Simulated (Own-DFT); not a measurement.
# Shaking the atoms of hexagonal WC, 64 atoms (C32W32)

Calculated results; nothing here was measured. The program, named Own-DFT, is a retired in-house plane-wave density functional code that no person has reviewed. Each row is one single-point run on a periodic cell that was not relaxed, without spin or spin-orbit coupling.

Settings of every run: PBE; PseudoDojo norm-conserving scalar-relativistic files; cutoff 50 hartree; 4 x 4 x 4 k mesh centred on Gamma; cold (Marzari-Vanderbilt) smearing of 0.2 eV.

Known limits, some of them of some rows only: some atoms lie very close together; forces on such cells moved up to 12 meV/angstrom on a denser k mesh; stress not checked against mesh or cutoff.

Cell vectors in Å: (5.833, -5.052, -2.839); (0.000, -5.052, 8.518); (-5.833, -5.052, -2.839). In each run every atom was moved at random and independently from its ideal site; u is the rms move along one axis. E is the free energy for each atom above the fitted value at u = 0, and F the rms of the force components.

```
run   u (Å)  E (meV/atom)  F (eV/Å)  largest force (eV/Å)  P (GPa)
  1  0.0193          15.7     0.555                  1.88     3.32
  2  0.0202          15.2     0.533                  1.91     3.27
  3  0.0460             ?         ?                     ?        ?
  4  0.0475          87.7     1.361                  5.15     6.17
  5  0.0986         400.6     3.094                 16.65    18.88
  6  0.1086         453.5     3.210                 11.68    21.79
  7  0.1413         773.7     4.273                 21.14    34.27
```

## Worked fit

For small independent moves the energy grows as E = (3/2) K u², with K the mean stiffness felt by one atom. The runs with u up to 0.11 Å give K = 26.4 ± 0.7 eV/Å², with residuals divided by u² + 0.0006 Å², since the noise grows with the moves. The scatter is 4.3 meV/atom at u = 0.05 Å. The forces follow F = G u with G = 29.0 eV/Å²; no force at u = 0 is resolved. G exceeds K because the moves of its neighbours add to the force on an atom, and stiffness differs between atoms. At u = 0.141 Å the parabola gives 790 meV/atom and the run 774. The pressure follows P = 2.62 + 1644 u² GPa: at fixed volume, shortened bonds push harder than stretched ones pull.

## Withheld run

Question: what energy and rms force should run 3 give?

The fit gives 84 ± 4 meV/atom and about 1.33 eV/Å. The calculation gave 80.2 meV/atom and 1.278 eV/Å.
